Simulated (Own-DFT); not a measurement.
# How strain changes the stress of C40 NbSi2, 36 atoms (Nb12Si24)

These are calculations, not measurements. They come from Own-DFT, an in-house plane-wave density functional program, since retired, whose code no person has reviewed. Each row is one single-point run on a periodic cell that was not relaxed, without spin or spin-orbit coupling.

Settings of every run: PBE; PseudoDojo norm-conserving scalar-relativistic files; cutoff 42 hartree; 4 x 4 x 5 k mesh centred on Gamma; cold (Marzari-Vanderbilt) smearing of 0.2 eV.

Known limits: forces on such cells failed a check on a denser k mesh; stress not checked against mesh or cutoff.

Unstrained cell vectors in Å: (0.000, 8.324, 0.000); (-9.613, 0.000, 0.000); (0.000, 0.000, 6.586). The unstrained cell was taken from the Materials Project. The random moves and any unrelaxed bonds add to the pressure at no strain. Each run strains this cell uniformly, with the atoms carried along. Every atom was also moved at random, by a Gaussian of width 0.05 Å on each axis. Strain is the symmetric tensor, in per cent. Stress is positive in tension, and the pressure is minus a third of its trace.

```
run,e_xx (%),e_yy (%),e_zz (%),e_yz (%),e_xz (%),e_xy (%),s_xx (GPa),s_yy (GPa),s_zz (GPa),s_yz (GPa),s_xz (GPa),s_xy (GPa),P (GPa),E (meV/atom)
1,0.98,0.19,-0.88,-1.49,-0.83,0.76,0.21,-1.42,-6.74,-4.59,-3.10,1.88,2.65,15.9
2,0.22,-0.37,-0.03,1.59,1.01,1.49,-2.00,-4.06,-5.03,4.69,2.81,4.69,3.69,32.3
3,-0.44,-1.19,-0.33,-1.82,-1.53,0.16,-4.87,-7.23,-7.31,-6.78,-4.91,0.60,6.47,26.2
4,-0.94,-0.39,1.04,0.75,1.12,-1.50,-5.87,-4.14,-0.38,2.42,2.87,-4.22,3.46,28.3
5,1.92,1.03,0.78,1.17,1.61,0.63,5.31,3.34,1.23,4.02,4.44,1.43,-3.29,18.5
6,0.81,-1.92,-1.16,-1.95,1.84,-1.21,-1.77,-10.74,-11.14,-6.71,6.48,-3.52,7.88,44.0
7,0.94,0.05,1.95,1.42,-1.60,-0.06,2.11,-0.20,5.32,3.35,-4.98,-0.29,-2.41,18.7
8,-0.14,-0.59,1.61,-1.53,-0.74,-0.28,-2.24,-3.07,2.81,-4.27,-1.91,-0.73,0.83,12.1
9,0.13,-1.33,-0.16,-1.97,-1.76,-1.96,-3.61,-8.35,-6.14,-5.30,-6.00,-5.74,6.03,46.4
10,1.58,0.11,-0.89,-1.76,-0.02,1.13,1.91,-1.83,-7.16,-5.98,-0.31,2.89,2.36,35.1
11,1.78,-0.59,1.89,0.05,-0.59,0.63,4.92,-2.36,4.93,0.57,-1.17,1.53,-2.50,20.0
12,1.68,1.60,0.75,1.32,-0.39,1.88,4.18,3.97,1.66,3.79,-1.22,4.72,-3.27,33.4
13,1.28,0.57,0.23,-0.17,0.04,-1.03,3.11,0.81,-0.85,-0.27,0.01,-3.09,-1.02,0.0
14,1.21,-1.37,-1.63,0.25,-1.44,0.88,0.22,-8.92,-12.37,0.78,-5.29,2.41,7.02,38.4
15,1.56,-0.81,0.39,1.77,-0.30,-0.43,2.87,-3.25,-1.49,4.86,-0.68,-1.58,0.62,8.4
16,-0.20,-1.39,1.92,-0.73,0.13,-1.94,?,?,?,?,?,?,?,?
```

E is the free energy for each atom above the lowest run shown.

## Worked fit

Each stress component was fitted by least squares to a constant and the strains of the runs shown, as fractions, with shears doubled. Shear strains stay in the fit of a normal stress only where such slopes are resolved. The slopes, in GPa:

| stress | at no strain | per e_xx | per e_yy | per e_zz | scatter |
|---|---|---|---|---|---|
| s_xx | -2.8 | 368 ± 14 | 43 ± 14 | 75 ± 11 | 0.41 |
| s_yy | -2.7 | 67 ± 22 | 370 ± 22 | 90 ± 17 | 0.64 |
| s_zz | -4.1 | 66 ± 16 | 101 ± 16 | 458 ± 12 | 0.47 |

Each shear stress against twice its own strain: yz 150 ± 8, xz 163 ± 5, xy 146 ± 3 GPa. These are stiffnesses along x, y and z of the frame in which the cell vectors are given, which need not be the crystal's axes. The atoms are held to the strained lattice; where symmetry lets them move under strain, relaxing them would lower some slopes. The table should be nearly symmetric about its diagonal, and what it lacks of that shows the noise. A ninth of its sum, 182 ± 6 GPa, estimates the bulk modulus near the mean pressure of these runs, 1.9 GPa, so it lies above the value at zero pressure.

## Withheld run

Question: what normal stresses and pressure should run 16 give?

The fit gives s_xx = -2.7, s_yy = -6.3, s_zz = 3.1 and P = 1.9 GPa. The calculation gave -2.13, -6.22, 3.13 and P = 1.74 GPa.
